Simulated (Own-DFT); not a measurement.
# An alloy series: diamond-structure SiGe

All numbers below are calculated, not measured. The program, named Own-DFT, is a retired in-house plane-wave density functional code that no person has reviewed. Each row is one single-point run on a periodic cell that was not relaxed, without spin or spin-orbit coupling.

Settings of every run: PBE; PseudoDojo norm-conserving scalar-relativistic files; cutoff 42 hartree; 5 x 5 x 5 k mesh centred on Gamma; Fermi-Dirac smearing of 0.1 eV.

Known limits, some of them of some rows only: forces on such cells failed a check on a denser k mesh; forces on such cells moved up to 12 meV/angstrom on a denser k mesh; forces on such cells passed a denser k mesh, each cell not checked; stress not checked against mesh or cutoff.

Each cell has 16 atoms, with Ge and Si placed at random on their shared sites; x is the share of Ge. Lattice constants follow the straight line between measured values of the end members, and atoms start on the ideal sites of that lattice. Every atom was also moved at random, by a Gaussian of width 0.03 Å on each axis. u is the rms move along one axis. dE is the free energy for each Ge or Si site above the straight-line part, a + b x, of the fit below.

```
x,cell,u (Å),volume (Å³/atom),P (GPa),dE (meV/site)
0.125,Ge2Si14,0.0271,20.340,2.17,7.1
0.125,Ge2Si14,0.0270,20.340,2.21,12.8
0.125,Ge2Si14,0.0343,20.340,2.27,14.3
0.125,Ge2Si14,0.0269,20.340,2.20,7.4
0.250,Ge4Si12,0.0258,20.659,2.37,16.7
0.250,Ge4Si12,0.0288,20.659,2.29,9.0
0.250,Ge4Si12,0.0311,20.659,2.39,18.0
0.250,Ge4Si12,0.0308,20.659,2.44,20.0
0.500,Ge8Si8,0.0292,21.306,2.80,24.8
0.500,Ge8Si8,0.0259,21.306,2.76,21.4
0.500,Ge8Si8,0.0252,21.306,2.71,20.9
0.500,Ge8Si8,0.0309,21.306,2.81,24.7
0.750,Ge12Si4,0.0295,21.966,?,?
0.875,Ge14Si2,0.0296,22.302,3.72,15.1
0.875,Ge14Si2,0.0276,22.302,3.60,6.7
0.875,Ge14Si2,0.0281,22.302,3.64,7.5
0.875,Ge14Si2,0.0244,22.302,3.57,3.6
```

## Worked fit

Fit E = a + b x + W x (1 - x) + k (u² - 0.03²) to the rows shown. It gives W = 96 ± 14 meV/site and k = 14 ± 6 eV/Å², with a scatter of 3.3 meV/site. Part of W is bond strain that relaxing the atoms would remove. The pressures follow P = 2.10 + 0.80 x + 1.08 x² GPa, with a scatter of 0.05.

## Withheld member

Question: what pressure and dE should the cell at x = 0.750 give?

The fits give 3.3 GPa and 18 meV/site. The calculation gave 3.23 GPa and 8.7 meV/site.
